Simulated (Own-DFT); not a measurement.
# Point defects and the pressure they add: zincblende GaP

Everything here is calculated. The program is Own-DFT (plane waves, in-house, since retired, never reviewed by a person); positions were held fixed, and spin and spin-orbit coupling were off.

Method: PBE; PseudoDojo norm-conserving scalar-relativistic files; cutoff 42 hartree; 2 x 3 x 3 k mesh centred on Gamma; Fermi-Dirac smearing of 0.1 eV.

Limits (not all hold for every row): not probed for a lower state with spin; forces on such cells failed a check on a denser k mesh; forces on such cells moved up to 12 meV/angstrom on a denser k mesh; forces on such cells passed a denser k mesh, each cell not checked; stress not checked against mesh or cutoff.

All runs share one cell, with vectors in Å (16.352, 0.000, 0.000); (0.000, 10.901, 0.000); (0.000, 0.000, 10.901) and a volume of 1943.1 Å³. u is the rms random offset of the atoms per axis. The defect's site can differ from row to row.

| cell | formula | u (Å) | P (GPa) |
|---|---|---|---|
| no defect | Ga48P48 | 0.0192 | 2.72 |
| no defect | Ga48P48 | 0.0207 | 2.73 |
| no defect | Ga48P48 | 0.0488 | 3.27 |
| one Ga on a P site and one P on a Ga site | Ga48P48 | 0.0314 | 2.97 |
| one Ga on a P site and one P on a Ga site | Ga48P48 | 0.0503 | 3.41 |
| one Ga on a P site and one P on a Ga site | Ga48P48 | 0.0515 | 3.33 |
| two P on a Ga site each | Ga46P50 | 0.0288 | 2.90 |
| two P on a Ga site each | Ga46P50 | 0.0306 | 2.95 |
| two P on a Ga site each | Ga46P50 | 0.0488 | ? |
| two P on a Ga site each | Ga46P50 | 0.0532 | 3.35 |
| two P vacancies | Ga48P46 | 0.0294 | 2.44 |
| two P vacancies | Ga48P46 | 0.0300 | 2.44 |
| two P vacancies | Ga48P46 | 0.0492 | 2.93 |

## What the rows give

P = P0 + c u² + a shift for each defect gives P0 = 2.63 GPa, c = 259 ± 18 GPa/Å² and a scatter of 0.05 GPa. The shifts, and each times the cell's volume:

- one Ga on a P site and one P on a Ga site: 0.07 ± 0.05 GPa, 0.9 eV (not resolved)
- two P on a Ga site each: 0.04 ± 0.04 GPa, 0.5 eV (0.2 eV for each of its 2 sites) (not resolved)
- two P vacancies: -0.39 ± 0.04 GPa, -4.7 eV (-2.4 eV for each of its 2 sites)

A positive shift means that the defect pushes the cell outwards. Shift times volume (160.2 GPa Å³ is 1 eV) depends little on the cell's size, so, taken for each site, it can be compared between cells at like pressure. The atoms around the defects weren't relaxed, which would change these numbers.

## Prediction

Question: what pressure belongs in the blank (two P on a Ga site each, u = 0.0488 Å)?

Estimate: 3.29 ± 0.06 GPa. The hidden result is 3.31 GPa.
